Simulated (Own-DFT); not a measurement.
# Computed records: Al$_{16}$O$_{23}$ (corundum with two vacancies, atoms displaced)

Computed with Own-DFT development build. A calculation, not a measurement: plane-wave PBE density functional theory by an unreviewed code, no spin, of a simulated periodic cell, stress positive in tension, free energy of the whole cell less one offset for each atom, defect cell not probed for a lower state with spin; oxygen file: force components 24 meV/angstrom off all-electron in one glass; forces on such cells passed a denser k mesh, this cell's mesh not checked; offsets are fitted by least squares, one for each functional and potential file, so energies compare only between cells with the same atoms and settings and are not formation energies; the far tail of each file's local potential was reset to the Coulomb form; each entry is a single point on an unrelaxed cell, so the pressure reflects the starting lattice, mostly measured values, from which strain is counted, and rises with the displacements; printed positions are rounded, which can move forces by about a meV/angstrom; the program is a retired in-house code; no spin-orbit coupling; before rounding, a Quantum ESPRESSO 7.3.1 run of the same cell and cutoff gave forces within 1 meV/angstrom rms on each cell, which checks the program and not the settings.

Common to all runs: functional PBE; potential files PseudoDojo norm-conserving, scalar-relativistic, standard set; wave cutoff 72 hartree; occupations Fermi-Dirac; smearing width 0.1 eV; k mesh 3 x 3 x 3 centred on Gamma.

```yaml
- entry: 1
  formula: Al16O23
  kind: "corundum with two vacancies, atoms displaced"
  structure:
    cell_angstrom:
      - [5.494, 0.0, 8.6604]
      - [-2.747, 4.7579, 8.6604]
      - [-2.747, -4.7579, 8.6604]
    atoms_fractional:
      - [Al, 0.16709, 0.16831, 0.19612]
      - [Al, 0.31924, 0.31821, 0.32969]
      - [Al, 0.43913, 0.43057, 0.42393]
      - [Al, 0.07887, 0.06427, 0.07028]
      - [O, 0.25982, 0.46595, 0.13032]
      - [O, 0.45428, 0.13149, 0.28471]
      - [O, 0.12267, 0.27687, 0.47874]
      - [O, 0.22619, 0.03081, 0.37338]
      - [O, 0.02986, 0.37966, 0.21446]
      - [O, 0.37972, 0.22565, 0.02077]
      - [Al, 0.17843, 0.14612, 0.70776]
      - [Al, 0.32734, 0.34015, 0.80914]
      - [Al, 0.42148, 0.42563, 0.93084]
      - [Al, 0.08508, 0.06603, 0.56518]
      - [O, 0.27296, 0.4695, 0.64216]
      - [O, 0.4747, 0.10107, 0.80045]
      - [O, 0.12321, 0.27716, 0.97034]
      - [O, 0.2252, 0.02263, 0.86922]
      - [O, 0.38165, 0.23136, 0.5219]
      - [Al, 0.16509, 0.67823, 0.18595]
      - [Al, 0.31518, 0.81691, 0.33714]
      - [Al, 0.42679, 0.91925, 0.43244]
      - [Al, 0.07193, 0.58347, 0.06364]
      - [O, 0.27331, 0.98444, 0.12339]
      - [O, 0.4763, 0.59591, 0.2963]
      - [O, 0.12863, 0.76775, 0.47361]
      - [O, 0.21436, 0.53391, 0.38239]
      - [O, 0.02337, 0.86466, 0.23461]
      - [O, 0.37371, 0.72349, 0.02843]
      - [Al, 0.17567, 0.67226, 0.68331]
      - [Al, 0.32065, 0.84175, 0.82011]
      - [Al, 0.42101, 0.93548, 0.92972]
      - [Al, 0.07261, 0.56721, 0.57808]
      - [O, 0.27783, 0.97154, 0.62511]
      - [O, 0.47792, 0.62169, 0.77682]
      - [O, 0.12615, 0.78347, 0.97481]
      - [O, 0.23198, 0.53564, 0.86326]
      - [O, 0.0341, 0.87193, 0.71039]
      - [O, 0.37477, 0.72471, 0.52952]
      - [Al, 0.67937, 0.17917, 0.17423]
      - [Al, 0.80451, 0.32804, 0.33359]
      - [Al, 0.91728, 0.42582, 0.43252]
      - [Al, 0.59541, 0.07246, 0.06149]
      - [O, 0.78517, 0.46398, 0.12257]
      - [O, 0.95526, 0.1376, 0.29295]
      - [O, 0.63087, 0.28097, 0.45992]
      - [O, 0.71622, 0.02611, 0.37185]
      - [O, 0.52562, 0.37264, 0.22171]
      - [O, 0.86936, 0.23104, 0.01864]
      - [Al, 0.67733, 0.18264, 0.67862]
      - [Al, 0.82157, 0.33524, 0.81623]
      - [Al, 0.92631, 0.42719, 0.92306]
      - [Al, 0.59081, 0.06361, 0.57283]
      - [O, 0.77374, 0.46779, 0.6331]
      - [O, 0.62119, 0.28524, 0.97426]
      - [O, 0.73145, 0.01742, 0.86835]
      - [O, 0.53314, 0.36725, 0.72333]
      - [O, 0.87491, 0.21005, 0.53454]
      - [Al, 0.663, 0.70083, 0.15823]
      - [Al, 0.82371, 0.8305, 0.30832]
      - [Al, 0.9205, 0.9329, 0.43922]
      - [Al, 0.56066, 0.57882, 0.0666]
      - [O, 0.78291, 0.97832, 0.11885]
      - [O, 0.96533, 0.63568, 0.27244]
      - [O, 0.63183, 0.79035, 0.48289]
      - [O, 0.70739, 0.52367, 0.3883]
      - [O, 0.52734, 0.88385, 0.21269]
      - [O, 0.87577, 0.71974, 0.02187]
      - [Al, 0.69015, 0.6629, 0.67717]
      - [Al, 0.8317, 0.83239, 0.82144]
      - [Al, 0.92303, 0.92322, 0.92791]
      - [Al, 0.57208, 0.58317, 0.56972]
      - [O, 0.7663, 0.9671, 0.63197]
      - [O, 0.97322, 0.62269, 0.79012]
      - [O, 0.62641, 0.77432, 0.96623]
      - [O, 0.70967, 0.53237, 0.87758]
      - [O, 0.5239, 0.89363, 0.70602]
      - [O, 0.86353, 0.71506, 0.52933]
  results:
    "free_energy_of_cell_above_offsets [eV]": "-42.694"
    "pressure [GPa]": 12.61
    "stress_xx [GPa]": -12.9
    "stress_yy [GPa]": -14.21
    "stress_zz [GPa]": -10.72
    "stress_yz [GPa]": 1.21
    "stress_xz [GPa]": 0.74
    "stress_xy [GPa]": 1.39
    force_element: [Al, Al, Al, Al, O, O, O, O, O, O, Al, Al, Al, Al, O, O, O, O, O, Al, Al, Al, Al, O, O, O, O, O, O, Al, Al, Al, Al, O, O, O, O, O, O, Al, Al, Al, Al, O, O, O, O, O, O, Al, Al, Al, Al, O, O, O, O, O, Al, Al, Al, Al, O, O, O, O, O, O, Al, Al, Al, Al, O, O, O, O, O, O]
    "force_x [eV/angstrom]": [0.414, -0.705, -1.837, -2.158, 0.551, 2.834, -1.013, 0.661, -1.384, 0.008, -1.98, 0.017, -0.005, -2.334, 1.099, 0.032, 0.502, -1.238, -0.738, 1.76, 1.369, 0.65, 0.809, -0.074, -1.009, -1.399, 1.101, -0.336, -1.8, 0.255, 3.812, 1.495, -0.867, -0.359, -1.011, -0.313, -1.003, -0.575, 0.034, -1.579, 3.001, 1.694, -3.97, -1.591, 2.596, -2.147, 0.83, -0.269, 1.355, 0.123, 1.329, -0.056, -3.006, 0.84, 0.901, -1.38, -0.616, 0.343, 2.05, -1.232, 1.563, 1.68, -0.266, 0.089, -0.928, 0.986, -0.026, -0.703, -3.497, 0.694, 1.728, -0.301, 1.559, -0.104, -0.837, 1.196, -0.45, 3.139]
    "force_y [eV/angstrom]": [4.287, 0.469, -7.536, 0.765, 0.402, -0.885, -0.223, -1.575, -0.845, -0.738, 11.33, -6.712, -0.304, 0.071, 4.36, 6.508, -0.117, -6.341, -1.727, -0.963, 1.094, 1.816, -2.29, -2.324, 10.04, 0.426, 0.546, 2.608, 0.794, 0.37, -3.127, -2.92, -0.791, -0.315, 0.423, 0.389, -0.896, 0.09, 0.563, 0.371, 3.555, 0.597, 0.733, 0.555, -1.568, -3.842, 0.506, 1.08, -1.498, -0.939, -2.702, -0.665, 2.096, 1.497, -0.434, 0.16, 1.519, 0.715, -3.052, -2.312, 0.474, -2.233, 0.453, -0.981, 0.559, 1.407, -0.925, 0.465, 1.26, -0.986, 1.668, -1.84, -0.233, 1.294, -0.33, -0.171, -3.662, 0.678]
    "force_z [eV/angstrom]": [-0.435, 1.529, -6.121, 1.095, 2.336, -0.702, -1.176, -0.918, 0.216, -0.095, -3.606, 0.963, 0.32, 1.86, -2.488, 2.965, -0.343, 4.978, -0.051, -0.78, -0.071, 1.743, 0.275, -0.888, 4.863, 0.392, -1.001, 1.766, -0.355, -1.24, -1.933, -1.707, -0.609, -0.28, -0.029, -1.099, 0.686, 0.709, -0.492, 0.046, 1.989, 0.152, -0.647, 0.243, -1.546, -0.534, 1.571, 0.093, 0.831, -1.723, 0.592, 0.472, -1.63, -1.347, -0.76, 1.758, 0.595, 1.094, -1.117, 2.341, -2.248, 1.462, -1.356, -1.31, -5.222, 0.578, 0.217, 1.313, -0.736, -3.711, 1.904, 0.982, 1.988, -0.435, 0.613, 0.446, -1.082, 3.846]
- entry: 2
  formula: Al16O23
  kind: "corundum with two vacancies, atoms displaced"
  structure:
    cell_angstrom:
      - [5.494, 0.0, 8.6604]
      - [-2.747, 4.7579, 8.6604]
      - [-2.747, -4.7579, 8.6604]
    atoms_fractional:
      - [Al, 0.172, 0.17459, 0.18716]
      - [Al, 0.31888, 0.32498, 0.32752]
      - [Al, 0.43659, 0.41424, 0.4226]
      - [Al, 0.08852, 0.07335, 0.07406]
      - [O, 0.27158, 0.47915, 0.13704]
      - [O, 0.47405, 0.12826, 0.26668]
      - [O, 0.11813, 0.27407, 0.49227]
      - [O, 0.2182, 0.01797, 0.3853]
      - [O, 0.03983, 0.3619, 0.2318]
      - [O, 0.37331, 0.2235, 0.03587]
      - [Al, 0.16922, 0.177, 0.68085]
      - [Al, 0.32951, 0.34107, 0.80848]
      - [Al, 0.43482, 0.43792, 0.9208]
      - [Al, 0.06597, 0.08868, 0.57467]
      - [O, 0.28022, 0.47983, 0.62132]
      - [O, 0.47443, 0.1176, 0.76942]
      - [O, 0.12893, 0.28887, 0.95122]
      - [O, 0.22154, 0.0313, 0.87018]
      - [O, 0.0211, 0.37772, 0.7296]
      - [O, 0.37544, 0.20497, 0.54779]
      - [Al, 0.18172, 0.65976, 0.18804]
      - [Al, 0.31499, 0.84098, 0.3234]
      - [Al, 0.42264, 0.92802, 0.43354]
      - [Al, 0.08142, 0.56145, 0.07889]
      - [O, 0.2874, 0.95778, 0.12493]
      - [O, 0.47379, 0.64475, 0.26166]
      - [O, 0.11169, 0.80061, 0.45811]
      - [O, 0.21847, 0.51645, 0.37971]
      - [O, 0.02163, 0.87153, 0.2242]
      - [O, 0.36824, 0.73384, 0.02788]
      - [Al, 0.18456, 0.68678, 0.67226]
      - [Al, 0.34526, 0.81171, 0.814]
      - [Al, 0.41364, 0.92818, 0.93473]
      - [Al, 0.07768, 0.56299, 0.57449]
      - [O, 0.28131, 0.96924, 0.62491]
      - [O, 0.46724, 0.6426, 0.76603]
      - [O, 0.14034, 0.75498, 0.97918]
      - [O, 0.20963, 0.54033, 0.87846]
      - [O, 0.03743, 0.86523, 0.71807]
      - [O, 0.37983, 0.71632, 0.52146]
      - [Al, 0.67661, 0.18327, 0.17293]
      - [Al, 0.82571, 0.32459, 0.3222]
      - [Al, 0.92751, 0.42337, 0.42946]
      - [Al, 0.57031, 0.08103, 0.07176]
      - [O, 0.96335, 0.12196, 0.27005]
      - [O, 0.6259, 0.27752, 0.47195]
      - [O, 0.71506, 0.04311, 0.37329]
      - [O, 0.50466, 0.37993, 0.2323]
      - [O, 0.87648, 0.20715, 0.03479]
      - [Al, 0.67811, 0.17134, 0.67331]
      - [Al, 0.82127, 0.33116, 0.83216]
      - [Al, 0.93742, 0.42691, 0.92169]
      - [Al, 0.56974, 0.08899, 0.5732]
      - [O, 0.78609, 0.47691, 0.61911]
      - [O, 0.9608, 0.1267, 0.78504]
      - [O, 0.62174, 0.28236, 0.97866]
      - [O, 0.72525, 0.01453, 0.89225]
      - [O, 0.52501, 0.37794, 0.7088]
      - [O, 0.87555, 0.21999, 0.51724]
      - [Al, 0.67089, 0.67829, 0.16899]
      - [Al, 0.83277, 0.81367, 0.32541]
      - [Al, 0.919, 0.92132, 0.44031]
      - [Al, 0.57907, 0.57731, 0.07276]
      - [O, 0.77429, 0.97242, 0.12694]
      - [O, 0.96702, 0.64515, 0.27386]
      - [O, 0.61941, 0.79313, 0.46066]
      - [O, 0.73056, 0.53374, 0.37481]
      - [O, 0.52597, 0.87066, 0.21455]
      - [O, 0.87257, 0.71833, 0.04017]
      - [Al, 0.67697, 0.67909, 0.66021]
      - [Al, 0.829, 0.82558, 0.82961]
      - [Al, 0.92852, 0.92982, 0.91808]
      - [Al, 0.57993, 0.5794, 0.56927]
      - [O, 0.80297, 0.96464, 0.59937]
      - [O, 0.97511, 0.6195, 0.78728]
      - [O, 0.64357, 0.76644, 0.96569]
      - [O, 0.52719, 0.87656, 0.72357]
      - [O, 0.88019, 0.71675, 0.5232]
  results:
    "free_energy_of_cell_above_offsets [eV]": "-43.532"
    "pressure [GPa]": 11.86
    "stress_xx [GPa]": -12.93
    "stress_yy [GPa]": -9.92
    "stress_zz [GPa]": -12.73
    "stress_yz [GPa]": 1.05
    "stress_xz [GPa]": 2.53
    "stress_xy [GPa]": 0.2
    force_element: [Al, Al, Al, Al, O, O, O, O, O, O, Al, Al, Al, Al, O, O, O, O, O, O, Al, Al, Al, Al, O, O, O, O, O, O, Al, Al, Al, Al, O, O, O, O, O, O, Al, Al, Al, Al, O, O, O, O, O, Al, Al, Al, Al, O, O, O, O, O, O, Al, Al, Al, Al, O, O, O, O, O, O, Al, Al, Al, Al, O, O, O, O, O]
    "force_x [eV/angstrom]": [1.508, 1.107, -2.097, -1.495, 2.482, -2.145, 0.43, -1.1, -0.885, -0.343, 0.597, -1.089, -1.511, 1.289, 0.486, -0.815, 1.529, -0.648, 0.692, -1.465, -2.207, 1.925, 0.786, -2.225, -2.874, 0.04, 3.528, -0.721, 1.093, 1.531, 0.446, -6.653, 3.301, -1.052, -1.134, 4.709, -0.625, 3.159, -3.261, 0.124, 0.171, 0.034, -0.468, 0.569, 0.491, -0.03, -0.22, 2.366, 0.495, 0.056, -0.189, -2.779, 2.949, -1.068, 0.768, 0.161, 0.434, 0.376, -0.379, 0.534, -2.967, 6.469, 0.494, 0.181, 4.002, 1.054, 0.195, -1.37, 1.123, -0.408, 1.42, 0.08, 0.148, -10.54, 0.152, -1.175, 1.355, -0.907]
    "force_y [eV/angstrom]": [0.504, -1.392, 1.374, -0.739, -0.631, -1.2, 1.82, 1.664, 0.789, 1.452, -1.611, -2.264, -1.267, -2.048, 1.103, -0.19, -2.623, -0.651, 0.041, 3.113, 4.318, -2.057, 1.821, 1.707, 1.64, -3.108, -2.955, -1.369, 0.596, -1.426, -1.193, 1.285, 1.06, 1.372, 0.023, -3.01, 2.837, -0.56, 1.872, 0.09, -2.166, 1.275, 1.952, -2.536, 1.09, 0.341, -0.903, 0.626, 2.102, -0.525, -0.462, -0.738, -2.131, -0.884, 1.372, 1.872, 3.561, -0.434, -1.129, -0.629, 4.205, 5.534, 0.569, 0.409, -4.651, -2.161, -0.271, 1.12, 0.203, -0.012, -0.713, -3.775, 0.835, -4.875, 1.707, 1.124, -0.136, -0.955]
    "force_z [eV/angstrom]": [-0.758, -0.445, 0.814, -3.37, -2.531, 0.51, -1.053, 1.265, 0.547, -1.118, 1.258, -0.771, -0.791, -1.219, -1.496, 3.482, 1.815, 0.559, -0.785, -0.998, 0.672, -1.404, -1.05, 1.077, 1.351, -1.984, 1.716, 1.872, 1.312, -0.221, -2.837, 3.057, -1.413, 1.737, -0.242, -3.267, -0.322, -0.22, 2.27, 1.425, -0.34, -1.318, 0.192, 0.614, 3.259, 0.646, -0.435, 1.305, 0.897, 0.156, 0.201, -0.658, -2.607, -0.851, -0.075, -0.704, -2.235, 2.409, 1.44, 2.112, 1.734, -6.81, -1.38, -0.118, -3.927, 0.671, -1.027, 1.964, -0.473, 3.263, -1.787, 1.897, -1.97, 6.772, -0.157, -0.71, -0.424, 0.031]
- entry: 3
  formula: Al16O23
  kind: "corundum with two vacancies, atoms displaced"
  structure:
    cell_angstrom:
      - [5.494, 0.0, 8.6604]
      - [-2.747, 4.7579, 8.6604]
      - [-2.747, -4.7579, 8.6604]
    atoms_fractional:
      - [Al, 0.17244, 0.17513, 0.17503]
      - [Al, 0.32073, 0.32103, 0.32511]
      - [Al, 0.42532, 0.43177, 0.41806]
      - [Al, 0.08003, 0.06071, 0.07904]
      - [O, 0.28352, 0.46634, 0.13146]
      - [O, 0.4831, 0.12899, 0.28286]
      - [O, 0.13064, 0.28223, 0.46481]
      - [O, 0.211, 0.03397, 0.38883]
      - [O, 0.02382, 0.3594, 0.22832]
      - [O, 0.37779, 0.18519, 0.0479]
      - [Al, 0.18355, 0.16951, 0.67055]
      - [Al, 0.31825, 0.33179, 0.82762]
      - [Al, 0.42229, 0.43395, 0.92924]
      - [Al, 0.08064, 0.08247, 0.57712]
      - [O, 0.47332, 0.10815, 0.78261]
      - [O, 0.11882, 0.28785, 0.96292]
      - [O, 0.20981, 0.03179, 0.86287]
      - [O, 0.00947, 0.38291, 0.72912]
      - [O, 0.37952, 0.22034, 0.52436]
      - [Al, 0.18574, 0.69013, 0.16784]
      - [Al, 0.33054, 0.81473, 0.32968]
      - [Al, 0.43246, 0.91785, 0.43287]
      - [Al, 0.04806, 0.57536, 0.09889]
      - [O, 0.2899, 0.95975, 0.12489]
      - [O, 0.47016, 0.60876, 0.28918]
      - [O, 0.13806, 0.78691, 0.45496]
      - [O, 0.21702, 0.53751, 0.36086]
      - [O, 0.02704, 0.88024, 0.22197]
      - [O, 0.38085, 0.72094, 0.02332]
      - [Al, 0.17274, 0.67565, 0.68486]
      - [Al, 0.32888, 0.80899, 0.84262]
      - [Al, 0.43985, 0.93112, 0.90829]
      - [Al, 0.06899, 0.55927, 0.5798]
      - [O, 0.27511, 0.95289, 0.64286]
      - [O, 0.47933, 0.6172, 0.77523]
      - [O, 0.14193, 0.76042, 0.97281]
      - [O, 0.22612, 0.51444, 0.89165]
      - [O, 0.01309, 0.89136, 0.71364]
      - [O, 0.36108, 0.71976, 0.52837]
      - [Al, 0.66054, 0.1693, 0.19467]
      - [Al, 0.82908, 0.32715, 0.3274]
      - [Al, 0.91906, 0.41657, 0.43055]
      - [Al, 0.5645, 0.08796, 0.06921]
      - [O, 0.77733, 0.46226, 0.11574]
      - [O, 0.96556, 0.1246, 0.289]
      - [O, 0.62182, 0.30116, 0.45776]
      - [O, 0.72905, 0.01929, 0.37685]
      - [O, 0.52968, 0.38232, 0.22349]
      - [O, 0.87392, 0.21619, 0.04166]
      - [Al, 0.66643, 0.17374, 0.68107]
      - [Al, 0.82793, 0.31107, 0.82466]
      - [Al, 0.92996, 0.41715, 0.93839]
      - [Al, 0.59419, 0.07919, 0.56733]
      - [O, 0.77552, 0.47033, 0.63517]
      - [O, 0.98377, 0.13066, 0.75822]
      - [O, 0.62111, 0.28348, 0.96023]
      - [O, 0.72098, 0.03111, 0.87153]
      - [O, 0.53323, 0.37596, 0.72591]
      - [O, 0.87095, 0.2282, 0.53175]
      - [Al, 0.65876, 0.67333, 0.18217]
      - [Al, 0.83207, 0.82346, 0.32988]
      - [Al, 0.9389, 0.91497, 0.43152]
      - [Al, 0.5848, 0.55927, 0.08568]
      - [O, 0.78107, 0.96448, 0.11838]
      - [O, 0.96277, 0.61583, 0.28795]
      - [O, 0.62662, 0.77098, 0.46468]
      - [O, 0.72863, 0.52179, 0.38133]
      - [O, 0.54555, 0.87009, 0.21566]
      - [O, 0.88194, 0.71332, 0.00727]
      - [Al, 0.66103, 0.67227, 0.69114]
      - [Al, 0.83815, 0.82675, 0.81536]
      - [Al, 0.94712, 0.89551, 0.92216]
      - [Al, 0.57761, 0.5675, 0.57147]
      - [O, 0.74688, 0.97863, 0.62788]
      - [O, 0.61388, 0.78218, 0.97062]
      - [O, 0.72777, 0.53098, 0.86938]
      - [O, 0.52536, 0.87479, 0.72321]
      - [O, 0.87734, 0.71741, 0.54841]
  results:
    "free_energy_of_cell_above_offsets [eV]": "-41.875"
    "pressure [GPa]": 13.09
    "stress_xx [GPa]": -12.75
    "stress_yy [GPa]": -12.32
    "stress_zz [GPa]": -14.21
    "stress_yz [GPa]": -0.66
    "stress_xz [GPa]": -2.91
    "stress_xy [GPa]": 0.25
    force_element: [Al, Al, Al, Al, O, O, O, O, O, O, Al, Al, Al, Al, O, O, O, O, O, Al, Al, Al, Al, O, O, O, O, O, O, Al, Al, Al, Al, O, O, O, O, O, O, Al, Al, Al, Al, O, O, O, O, O, O, Al, Al, Al, Al, O, O, O, O, O, O, Al, Al, Al, Al, O, O, O, O, O, O, Al, Al, Al, Al, O, O, O, O, O]
    "force_x [eV/angstrom]": [0.454, -0.024, -1.52, -0.463, -0.04, -1.45, -0.771, 2.368, -0.368, -2.217, -0.589, 0.87, 0.13, 0.232, -1.69, 2.6, -0.245, 2.649, -0.158, 0.026, -0.23, -1.265, 3.13, -1.33, 0.126, -1.497, -0.577, 0.809, -0.082, -0.53, 1.046, -1.354, 0.995, 1.246, -1.866, -2.396, -0.92, 2.18, 2.315, 3.65, -0.477, -0.358, 4.264, -1.977, 1.148, 0.585, -0.473, 0.417, 0.032, 0.267, -0.993, -0.174, -5.219, 1.002, -1.695, -0.15, 0.178, -0.502, 0.06, 1.625, -0.674, -1.357, 0.019, 0.553, -0.083, 0.24, -0.282, -2.045, -0.556, 2.146, -2.018, -3.274, -0.908, 6.929, 2.085, -1.425, 0.247, -0.404]
    "force_y [eV/angstrom]": [-2.305, 1.008, -3.713, 2.593, 0.586, -1.659, -0.765, 0.924, 2.589, 3.669, 0.94, 0.333, -0.174, 0.072, 5.774, -2.726, -3.303, -1.144, 0.127, -1.558, 1.933, 0.92, -0.39, 0.815, 4.111, -1.673, -2.072, -1.75, -0.676, -0.243, 3.308, -4.25, 0.597, 1.513, 0.634, -0.359, 0.769, -0.517, -0.769, 2.402, -0.927, -0.718, -1.898, -1.802, 0.058, -2.71, 0.094, -1.876, 0.096, 0.427, 0.22, 3.091, 3.014, 1.284, -2.111, -1.756, -0.256, -1.038, -1.208, 1.325, -0.151, 0.423, 4.014, -0.304, 1.058, -0.707, 2.223, -1.137, -2.308, 0.511, -0.243, 2.2, -0.125, -3.062, -2.032, -1.539, 0.317, 1.985]
    "force_z [eV/angstrom]": [-0.429, 1.639, -1.499, 0.137, -1.146, -3.66, -0.496, -0.405, 2.281, -0.498, 0.936, -1.332, 0.011, -2.711, 3.599, 1.936, 2.99, -0.256, 0.267, -1.417, 0.086, -0.486, -0.177, -0.922, 2.904, -1.101, 1.463, -1.32, 0.672, -2.187, -0.691, -2.158, 1.868, -0.417, 0.279, -1.206, -0.134, 1.001, 2.464, 2.669, -2.771, 3.272, 1.057, 4.819, -0.341, 0.137, 0.024, -2.408, -1.408, 1.848, 1.451, -3.7, -7.138, -1.386, 0.337, 0.854, -0.4, -2.126, -0.989, 1.1, -2.144, 0.028, -2.355, 1.025, 0.682, 1.6, -2.271, -0.644, 2.037, 0.915, -3.741, 2.134, 1.187, 6.79, 1.977, 0.419, -0.834, -1.589]
```
